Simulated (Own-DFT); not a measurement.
# Stretching a layer in its plane: wurtzite AlN, 72 atoms (Al36N36)

Source: density functional calculations with Own-DFT, an unreviewed in-house program that is no longer used. Nothing was measured or relaxed, and spin and spin-orbit coupling are left out.

Method: PBE; PseudoDojo norm-conserving scalar-relativistic files; cutoff 42 hartree; 3 x 3 x 2 k mesh centred on Gamma; Fermi-Dirac smearing of 0.1 eV.

Keep in mind: forces on such cells moved up to 12 meV/angstrom on a denser k mesh; stress not checked against mesh or cutoff.

Unstrained cell vectors in Å: (9.336, 0.000, 0.000); (-4.668, 8.085, 0.000); (0.000, 0.000, 9.964). The unstrained cell has measured lattice constants (interpolated for alloys), not those of this functional. That, the random moves and any unrelaxed bonds set the pressure at no strain. Each run strains x and y alike by e, as a substrate would, and holds the height along z. All atoms carry random offsets, Gaussian with a width of 0.05 Å per axis. Stress is positive in tension.

| e (%) | u (Å) | (s_xx + s_yy)/2 (GPa) | s_zz (GPa) |
|---|---|---|---|
| -3.00 | 0.050 | -26.34 | -9.98 |
| -2.75 | 0.050 | -23.86 | -10.26 |
| -2.25 | 0.051 | -20.92 | -8.67 |
| -2.00 | 0.052 | -17.96 | -9.74 |
| -1.25 | 0.051 | -14.55 | -6.82 |
| -0.75 | 0.046 | ? | ? |
| -0.25 | 0.049 | -7.32 | -5.06 |
| 0.75 | 0.047 | -1.26 | -4.69 |
| 1.25 | 0.050 | 1.43 | -4.43 |
| 2.00 | 0.051 | 4.73 | -2.28 |

## What the rows give

With e as a fraction, the in-plane stress is -5.8 + 595 e - 2663 e² GPa (errors 15 and 885, scatter 0.57), and s_zz is -5.6 + 154 e GPa (slope ± 14, scatter 0.71). At e = 0 the first slope is C11 + C12 and the second 2 C13, both with the ions held to the strained lattice and at the cell's own pressure. The term in e² is negative: the layer stiffens under compression and softens under tension. A free layer would change its height as e changes, and the in-plane slope would drop by 2 C13²/C33 to the biaxial modulus. At fixed height, a misfit of 1 % moves the in-plane stress by about 5.9 GPa and s_zz by 1.5 GPa.

## Test on the hidden row

Asked: what are the two stresses at e = -0.75 %?

The fitted form gives -10.4 and -6.8 GPa. The run itself gave -10.17 and -5.12 GPa.
